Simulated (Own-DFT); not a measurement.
AlGa$_{2}$N$_{3}$ (wurtzite random alloy, atoms displaced), Al$_{3}$GaAs$_{4}$ (zincblende random alloy, strained, atoms displaced), SiGe (diamond-structure random alloy, atoms displaced) (calculated)

All values are calculated (Own-DFT development build). A calculation, not a measurement: plane-wave PBE density functional theory by an unreviewed code, no spin, of a simulated periodic cell, stress positive in tension, free energy of the whole cell less one offset for each atom, forces on such cells passed a denser k mesh, this cell's mesh not checked; offsets are fitted by least squares, one for each functional and potential file, so energies compare only between cells with the same atoms and settings and are not formation energies; the far tail of each file's local potential was reset to the Coulomb form; each entry is a single point on an unrelaxed cell, so the pressure reflects the starting lattice, mostly measured values, from which strain is counted, and rises with the displacements; printed positions are rounded, which can move forces by about a meV/angstrom; the program is a retired in-house code; no spin-orbit coupling.

Settings shared by all entries: functional PBE; potential files PseudoDojo norm-conserving, scalar-relativistic, standard set; wave cutoff 42 hartree; occupations Fermi-Dirac.

(1) AlGa$_{2}$N$_{3}$ (wurtzite random alloy, atoms displaced)

```
AlGa2N3
1.0
      9.4900     0.0000     0.0000
     -4.7450     8.2186     0.0000
      0.0000     0.0000    10.2347
Ga N Al N Ga Al N Ga N Al Ga N Ga Al N Ga N Ga N Ga Al N Ga Al N Al Ga N Al Ga N Ga N Al Ga N Ga Al N Al Ga N Ga N Ga N
2 2 2 2 1 1 2 2 2 1 1 2 1 1 2 2 2 2 2 1 1 2 1 1 2 1 1 2 1 1 2 2 2 1 1 2 1 1 2 1 1 2 2 2 2 2
Direct
  0.11502 0.22563 0.00035
  0.21991 0.11336 0.25374
  0.10707 0.22112 0.19424
  0.22355 0.10724 0.44347
  0.10992 0.22060 0.50146
  0.21433 0.10773 0.74932
  0.11411 0.22806 0.69168
  0.22020 0.10636 0.94048
  0.11201 0.55390 0.99916
  0.22398 0.44450 0.24643
  0.11864 0.56393 0.18972
  0.22073 0.44144 0.44399
  0.11066 0.55609 0.49729
  0.22298 0.44390 0.74901
  0.11232 0.55166 0.68913
  0.22147 0.44646 0.94248
  0.10847 0.88784 0.00079
  0.22138 0.77531 0.25582
  0.11742 0.89776 0.19036
  0.21822 0.77977 0.43971
  0.10753 0.88436 0.50057
  0.22197 0.77827 0.74923
  0.11077 0.89170 0.69013
  0.21762 0.77736 0.93716
  0.44231 0.22612 0.00119
  0.55676 0.11004 0.24476
  0.44381 0.22029 0.19435
  0.55751 0.11417 0.44041
  0.44922 0.22641 0.49924
  0.55422 0.11267 0.74872
  0.44195 0.22236 0.68097
  0.55368 0.11125 0.94256
  0.44896 0.55019 0.99835
  0.55763 0.44500 0.24880
  0.44162 0.54992 0.19008
  0.55960 0.44977 0.43858
  0.43978 0.55604 0.49904
  0.55551 0.44843 0.75209
  0.44360 0.55008 0.69246
  0.55841 0.44847 0.94094
  0.44746 0.88883 0.99918
  0.55376 0.77865 0.24998
  0.44315 0.88650 0.18554
  0.55737 0.77951 0.44291
  0.44196 0.88124 0.50244
  0.54637 0.77304 0.74918
  0.44408 0.88468 0.68715
  0.55693 0.77249 0.93825
  0.78150 0.22595 0.99984
  0.88582 0.10900 0.24604
  0.77755 0.22674 0.18382
  0.88125 0.10766 0.44079
  0.78086 0.21977 0.50038
  0.88570 0.10812 0.75310
  0.77701 0.22314 0.69152
  0.88649 0.11285 0.94008
  0.78099 0.55489 0.00194
  0.88596 0.44474 0.24764
  0.78111 0.55509 0.18939
  0.88627 0.43681 0.43819
  0.77722 0.54980 0.49446
  0.88986 0.44605 0.74839
  0.77417 0.55635 0.68909
  0.88795 0.44774 0.94117
  0.77567 0.88631 0.99937
  0.88964 0.77595 0.24471
  0.77764 0.88774 0.19067
  0.88842 0.77705 0.43808
  0.77898 0.89209 0.50325
  0.89609 0.77830 0.75064
  0.77214 0.88497 0.68833
  0.89187 0.78028 0.93776
```

Here we set smearing width 0.05 eV and k mesh 4 x 4 x 3 centred on Gamma.

Results for AlGa$_{2}$N$_{3}$ (wurtzite random alloy, atoms displaced): free energy of cell above offsets -0.139 eV; pressure 5.91 GPa; stress xx -6.04 GPa; stress yy -6.04 GPa; stress zz -5.65 GPa; stress yz -0.22 GPa; stress xz 0.27 GPa; stress xy 0.66 GPa.

Force:
```
element  x (eV/Å)  y (eV/Å)  z (eV/Å)
     Ga    -0.397    -0.746     0.196
     Ga     0.518     0.019     0.399
      N     0.224     1.317    -0.532
      N    -1.432     0.961     0.078
     Al     0.069    -0.318    -0.043
     Al     0.919      0.91    -0.062
      N     0.251    -1.898    -0.882
      N     -0.36    -0.041    -0.956
     Ga    -0.539     0.899     0.306
     Al    -0.496    -0.021     0.785
      N    -0.497    -2.392      0.55
      N    -0.304    -0.742    -1.658
     Ga    -0.101    -0.421     0.389
     Ga     -0.05     0.229     0.619
      N    -0.612      1.71     0.043
      N     0.857    -0.307    -0.537
     Al     0.634     0.124     0.286
     Ga    -0.255      1.29    -1.076
      N    -0.144    -1.325    -1.156
      N     1.902    -0.209     0.837
     Ga    -0.539     0.716     0.052
     Al    -0.022    -0.219     0.149
      N     1.441     0.059     0.299
      N     0.704       0.9    -0.228
     Ga     0.531    -0.761     0.319
     Ga    -0.206    -0.155     1.081
      N    -0.336     1.456    -0.517
      N     1.179    -1.308     0.088
     Ga    -0.186    -0.239    -0.811
     Ga    -0.258    -0.049     0.174
      N    -0.787     0.481     2.865
      N     0.115    -0.653    -0.278
     Ga     -1.65     0.958     0.739
     Al    -0.184    -0.229     0.517
      N     0.426    -0.202     0.388
      N     0.244     0.142    -0.962
     Ga     1.148    -0.108     0.418
     Al     0.653    -0.845    -0.588
      N     0.226     0.178    -0.281
      N     0.893    -0.898    -1.346
     Al    -0.608     -0.38    -0.311
     Ga     0.313    -0.469     0.278
      N     0.015      0.11    -0.426
      N     -1.13    -0.019    -0.431
     Al    -0.376     1.457    -0.603
     Ga     1.332     -0.04     0.231
      N     -1.68     0.103    -0.237
      N    -1.448     0.733     0.424
     Ga    -0.739    -0.245    -0.646
     Ga    -0.428     0.257     0.829
      N     0.537      0.53     1.169
      N     1.249     1.384    -0.099
     Al    -1.147    -0.082     0.284
     Ga     0.037     0.139    -0.529
      N     0.255    -0.159    -1.138
      N     0.823    -0.282     0.308
     Ga    -0.496      0.68    -0.364
     Al     1.171     -0.07      0.37
      N    -0.623     -0.89     0.496
      N     -0.65     0.326    -0.602
     Al    -0.299     0.812     0.799
     Ga    -0.343    -0.013     0.206
      N     0.016    -0.519    -0.825
      N     0.798    -0.348    -0.594
     Ga     0.225     0.384    -0.002
     Ga     0.267      0.78     1.019
      N    -0.284     -0.25    -0.496
      N    -0.139    -1.123     0.078
     Ga      0.39    -0.873    -0.356
     Ga    -1.598    -0.405    -0.288
      N     0.543       0.2     0.873
      N     0.441      0.01     0.919
```

(2) Al$_{3}$GaAs$_{4}$ (zincblende random alloy, strained, atoms displaced)

```
Al3GaAs4
1.0
     11.2101     0.0854     0.0196
      0.0854    11.5061    -0.1263
      0.0196    -0.1263    11.2516
Al Ga Al As Al Ga Al As Al Ga Al As Al Ga As Al Ga As Al Ga Al As Al As Al Ga Al As
2 1 1 4 2 1 1 4 2 1 1 4 2 2 4 3 1 4 2 1 1 4 4 4 2 1 1 4
Direct
  0.99797 0.98591 0.99388
  0.99651 0.24524 0.25583
  0.25406 0.99935 0.25173
  0.24792 0.24984 0.99678
  0.12521 0.12847 0.12538
  0.12215 0.37247 0.37150
  0.37259 0.12173 0.36901
  0.37205 0.37492 0.13113
  0.99681 0.99465 0.49539
  0.00369 0.25205 0.74407
  0.24480 0.99300 0.75591
  0.25242 0.24596 0.49982
  0.12572 0.12081 0.62402
  0.12232 0.37351 0.87197
  0.36894 0.12070 0.87499
  0.37588 0.37452 0.62655
  0.99938 0.49903 0.00057
  0.00283 0.75154 0.24272
  0.24864 0.49899 0.25502
  0.24657 0.75391 0.99730
  0.12882 0.62130 0.12667
  0.13040 0.87614 0.37273
  0.37343 0.62858 0.37193
  0.38022 0.87441 0.12078
  0.00095 0.49157 0.50205
  0.00134 0.74698 0.75528
  0.25342 0.50356 0.75550
  0.25177 0.74392 0.49621
  0.13179 0.61907 0.61407
  0.13214 0.87672 0.88159
  0.37368 0.62575 0.88049
  0.37141 0.86769 0.62517
  0.49939 0.99338 0.00344
  0.49785 0.25391 0.24690
  0.74893 0.00259 0.24952
  0.75051 0.24794 0.00160
  0.62536 0.12336 0.12805
  0.62774 0.38441 0.37312
  0.87820 0.12523 0.38100
  0.87267 0.37820 0.12904
  0.49499 0.00097 0.50508
  0.50382 0.24702 0.74525
  0.74341 0.99220 0.75549
  0.74720 0.25189 0.50080
  0.62075 0.12376 0.63224
  0.63033 0.37282 0.87471
  0.87548 0.12715 0.87398
  0.87922 0.37735 0.62884
  0.49893 0.50105 0.00579
  0.49484 0.74637 0.25089
  0.75238 0.50031 0.24910
  0.74907 0.74923 0.99381
  0.62285 0.62195 0.12872
  0.62271 0.87304 0.37710
  0.87907 0.63156 0.38399
  0.87212 0.86510 0.11166
  0.49892 0.49441 0.49697
  0.50527 0.75206 0.74483
  0.75070 0.49983 0.75046
  0.74703 0.75283 0.50734
  0.62013 0.62821 0.63014
  0.62866 0.87196 0.87726
  0.87104 0.62645 0.87642
  0.87681 0.87316 0.62818
```

Here we set smearing width 0.1 eV and k mesh 3 x 3 x 3 centred on Gamma.

It finds free energy of cell above offsets -18.584 eV; pressure 3.17 GPa; stress xx -3.79 GPa; stress yy -2.25 GPa; stress zz -3.47 GPa; stress yz -1.54 GPa; stress xz 0.84 GPa; stress xy 1.42 GPa.

Force:
```
element  x (eV/Å)  y (eV/Å)  z (eV/Å)
     Al     -0.44     1.949      0.83
     Al     0.026     0.394      -0.7
     Ga    -0.613    -0.079    -0.862
     Al    -0.131     0.179      0.49
     As    -0.345    -0.908    -0.324
     As      0.47    -0.314     0.468
     As     1.072     0.646     0.704
     As     0.079    -0.012    -1.061
     Al     0.389     0.049      0.74
     Al     -0.35    -0.624     0.491
     Ga     0.458     0.587    -0.862
     Al    -0.369     0.248     0.021
     As     0.019    -0.259    -0.286
     As     0.383     0.316     0.136
     As     1.125     0.131    -0.073
     As     0.114    -0.184    -0.243
     Al    -0.181     0.096     0.152
     Al    -0.315    -0.118     0.705
     Ga    -0.196     0.086     0.055
     Al     0.552    -0.818     1.092
     As    -0.068     0.232    -0.598
     As     -0.34    -0.403    -0.205
     As     0.585    -1.101     0.134
     As    -0.626    -0.562     0.554
     Al    -0.181     0.751    -0.383
     Al     0.463    -0.115    -0.514
     Ga    -0.397    -0.177    -0.335
     Ga    -0.497     0.694     0.254
     As    -0.584     0.213     1.246
     As    -0.805    -0.916    -1.117
     As     0.799     0.356    -0.377
     As     0.174     0.593    -0.015
     Al     0.168     1.011    -0.498
     Al     0.277     -0.32     0.702
     Al     0.343    -0.685     0.248
     Ga     0.007     0.113     0.258
     As    -0.217     0.205    -0.484
     As     0.102    -1.292    -0.195
     As    -0.694    -0.228    -0.406
     As     0.713    -0.809     -0.42
     Al    -0.104    -0.137    -0.281
     Al    -1.077     0.727     1.333
     Ga     0.822      0.95    -0.274
     Al     -0.15     0.096     0.421
     As     1.051      -0.7    -1.275
     As    -0.737     0.146     0.113
     As     0.428    -0.598    -0.298
     As    -0.549    -0.436    -0.549
     Al    -0.099    -0.512    -0.312
     Al     0.477     0.566    -0.168
     Al      0.14     1.101     0.709
     Al    -0.914    -0.814     0.758
     As     0.533     0.508      -0.4
     As     0.091     0.263    -0.138
     As     0.009    -0.472    -0.722
     As     0.256     0.931     1.392
     Al    -0.465         1     0.652
     Al    -1.177     0.228     1.333
     Ga    -0.343     0.213     0.094
     Al    -0.096    -0.212    -0.189
     As     0.812    -1.258     -1.17
     As     -0.93    -0.018     -0.12
     As     0.892    -0.609      -0.3
     As     0.159     0.113     0.072
```

(3) SiGe (diamond-structure random alloy, atoms displaced)

```
SiGe
1.0
     11.0890     0.0000     0.0000
      0.0000    11.0890     0.0000
      0.0000     0.0000    11.0890
Ge Si Ge Si Ge Si Ge Si Ge Si Ge Si Ge Si Ge Si Ge Si Ge Si Ge Si Ge Si Ge Si Ge
1 1 2 7 1 1 1 3 2 3 3 2 4 1 2 4 4 1 2 3 3 1 2 1 1 4 4
Direct
  0.01603 0.00235 0.99350
  0.00378 0.25338 0.25194
  0.25974 0.00190 0.24772
  0.24835 0.25143 0.99798
  0.12734 0.12581 0.12164
  0.13718 0.37761 0.38065
  0.38071 0.12300 0.37517
  0.37479 0.36810 0.12928
  0.99882 0.00217 0.50920
  0.00406 0.25151 0.75346
  0.24697 0.99384 0.74237
  0.24955 0.25035 0.50761
  0.12175 0.11191 0.61964
  0.12691 0.38015 0.87622
  0.37208 0.12079 0.87485
  0.37777 0.37582 0.62699
  0.01176 0.50287 0.99944
  0.00226 0.74662 0.24722
  0.24980 0.50653 0.25453
  0.25671 0.76111 0.99867
  0.12850 0.62554 0.12460
  0.12627 0.87139 0.37761
  0.37755 0.62169 0.37708
  0.37241 0.87308 0.13169
  0.99786 0.50796 0.50345
  0.00065 0.75238 0.74701
  0.25877 0.49768 0.73897
  0.24031 0.74504 0.49864
  0.13900 0.63010 0.61483
  0.13230 0.87241 0.86954
  0.38166 0.62275 0.87948
  0.36707 0.87527 0.61917
  0.49235 0.00292 0.00145
  0.50262 0.25907 0.24272
  0.74901 0.00744 0.24725
  0.74359 0.23922 0.99166
  0.62769 0.12009 0.12833
  0.62061 0.36887 0.36613
  0.87224 0.11302 0.37215
  0.87361 0.37075 0.12908
  0.49692 0.99707 0.49478
  0.49520 0.24778 0.75622
  0.75662 0.99854 0.73634
  0.74846 0.25621 0.49945
  0.63761 0.12470 0.62365
  0.61589 0.37083 0.86369
  0.87406 0.11769 0.87086
  0.87598 0.36884 0.63274
  0.49768 0.50754 0.00243
  0.50464 0.74198 0.24808
  0.74515 0.49545 0.25987
  0.74656 0.75708 0.99610
  0.62471 0.62470 0.13147
  0.62131 0.86485 0.38152
  0.88575 0.61606 0.37006
  0.87341 0.87359 0.11504
  0.51125 0.49747 0.50073
  0.50315 0.75350 0.76042
  0.75082 0.49395 0.74557
  0.74495 0.75340 0.49774
  0.61755 0.63191 0.63193
  0.62657 0.87267 0.88181
  0.87314 0.63285 0.87106
  0.87535 0.86595 0.63160
```

Settings of this run: smearing width 0.1 eV and k mesh 3 x 3 x 3 centred on Gamma.

The calculation gives: free energy of cell above offsets -2.408 eV; pressure 3.53 GPa; stress xx -3.5 GPa; stress yy -3.53 GPa; stress zz -3.55 GPa; stress yz 0.27 GPa; stress xz -1.4 GPa; stress xy 0.37 GPa.

Force:
```
element  x (eV/Å)  y (eV/Å)  z (eV/Å)
     Ge    -1.502    -0.021      0.16
     Si     0.594    -0.682     0.457
     Ge    -1.772     0.554     1.077
     Ge     0.667    -0.494     0.292
     Si    -0.065     0.531     1.082
     Si    -1.755    -0.128    -0.299
     Si    -0.325     1.296    -0.236
     Si    -0.862     1.823    -1.044
     Si    -0.638    -1.826    -1.607
     Si    -0.318    -1.169    -0.298
     Si     0.733     0.856     0.161
     Ge     0.497    -0.776    -0.403
     Si     0.582     2.014     1.522
     Ge     0.354     0.188    -1.219
     Si    -0.875    -0.006    -0.594
     Si     0.856    -0.254    -0.736
     Si    -1.686     0.488     0.568
     Ge    -0.136     0.369     0.011
     Ge     0.145    -1.155    -0.927
     Si    -0.605    -1.873     0.231
     Si     0.526     0.571    -0.849
     Si    -0.684     1.332    -0.376
     Ge     0.626     0.022     0.774
     Ge     1.093    -0.464    -0.721
     Ge     0.639    -1.859     0.419
     Si     1.203    -1.053     0.345
     Si    -0.507     0.669     1.264
     Ge     3.007     2.471     -2.07
     Ge    -2.814    -2.184     3.412
     Ge    -0.329    -0.319    -0.233
     Ge    -1.647     1.127    -1.238
     Si     0.896    -0.613     0.722
     Ge     0.743    -0.238     0.456
     Ge    -0.162    -2.347     0.383
     Si      -0.4    -2.291    -0.032
     Si     0.205     0.623      0.17
     Si    -0.515     0.958    -0.941
     Si     0.321     0.869     2.006
     Ge     1.129     1.673      0.67
     Ge     0.081     0.043     -1.28
     Ge     0.266     0.213     1.097
     Ge    -0.253    -0.856    -1.231
     Si    -0.256    -0.252     2.221
     Ge     0.735    -0.112    -0.788
     Ge    -1.902    -0.045    -0.009
     Si      1.54     1.073     1.814
     Si     0.336     0.568    -0.209
     Si     0.425     0.728    -0.591
     Ge      0.85    -2.466     0.635
     Ge    -1.169     1.012     0.822
     Ge     0.967      0.39    -0.615
     Si     0.478    -1.686     0.939
     Ge     1.564    -0.298    -1.455
     Ge     0.465     1.515    -1.586
     Si    -1.853     1.409     0.369
     Ge      0.44     0.923     0.757
     Si    -0.991     -0.39    -0.052
     Si    -1.328     0.432    -0.971
     Si    -0.437     0.385     0.497
     Si     1.693    -1.831     0.502
     Ge     1.186    -0.624    -0.552
     Ge    -0.248      1.79    -1.392
     Ge     0.248    -1.148     0.374
     Ge    -0.051     0.546    -1.659
```
